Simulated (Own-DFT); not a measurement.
# One host, several defects: L1_0 TiAl

The numbers are computed, not measured, by runs of the plane-wave DFT program Own-DFT (in-house, retired, unreviewed) at fixed positions, with no spin and no spin-orbit coupling.

Method: PBEsol; PseudoDojo norm-conserving scalar-relativistic files, made for PBE; cutoff 42 hartree; 4 x 4 x 4 k mesh centred on Gamma; cold (Marzari-Vanderbilt) smearing of 0.2 eV.

Limits: forces on such cells failed a check on a denser k mesh; stress not checked against mesh or cutoff.

All runs share one cell, with vectors in Å (5.622, 5.622, 0.000); (-5.622, 5.622, 0.000); (0.000, 0.000, 8.133) and a volume of 514.0 Å³. Atoms were moved at random from their sites; u is the rms move along one axis. The defect's site can differ from row to row.

| cell | formula | u (Å) | P (GPa) |
|---|---|---|---|
| no defect | Al16Ti16 | 0.0209 | -1.67 |
| no defect | Al16Ti16 | 0.0451 | -1.16 |
| no defect | Al16Ti16 | 0.0547 | -1.13 |
| two Al vacancies | Al14Ti16 | 0.0293 | -3.48 |
| two Al vacancies | Al14Ti16 | 0.0329 | -3.14 |
| two Al vacancies | Al14Ti16 | 0.0478 | -3.10 |
| one Ti vacancy | Al16Ti15 | 0.0288 | -2.11 |
| one Ti vacancy | Al16Ti15 | 0.0294 | -2.13 |
| one Ti vacancy | Al16Ti15 | 0.0302 | -2.06 |
| one Ti vacancy | Al16Ti15 | 0.0313 | ? |

## Worked fit

P = P0 + c u² + a shift for each defect gives P0 = -1.71 GPa, c = 214 ± 54 GPa/Å² and a scatter of 0.11 GPa. The shifts, and each times the cell's volume:

- one Ti vacancy: -0.58 ± 0.11 GPa, -1.9 eV
- two Al vacancies: -1.83 ± 0.10 GPa, -5.9 eV (-2.9 eV for each of its 2 sites)

Positive is outwards. The product with the volume (160.2 GPa Å³ to the eV) is nearly free of the cell's size; divided by the bulk modulus at the cell's pressure it gives the volume that the defect adds. The atoms around the defects weren't relaxed, which would change these numbers.

## Check

Asked: what pressure belongs in the blank (one Ti vacancy, u = 0.0313 Å)?

The fitted form gives -2.08 ± 0.13 GPa. DFT gave -2.08 GPa.
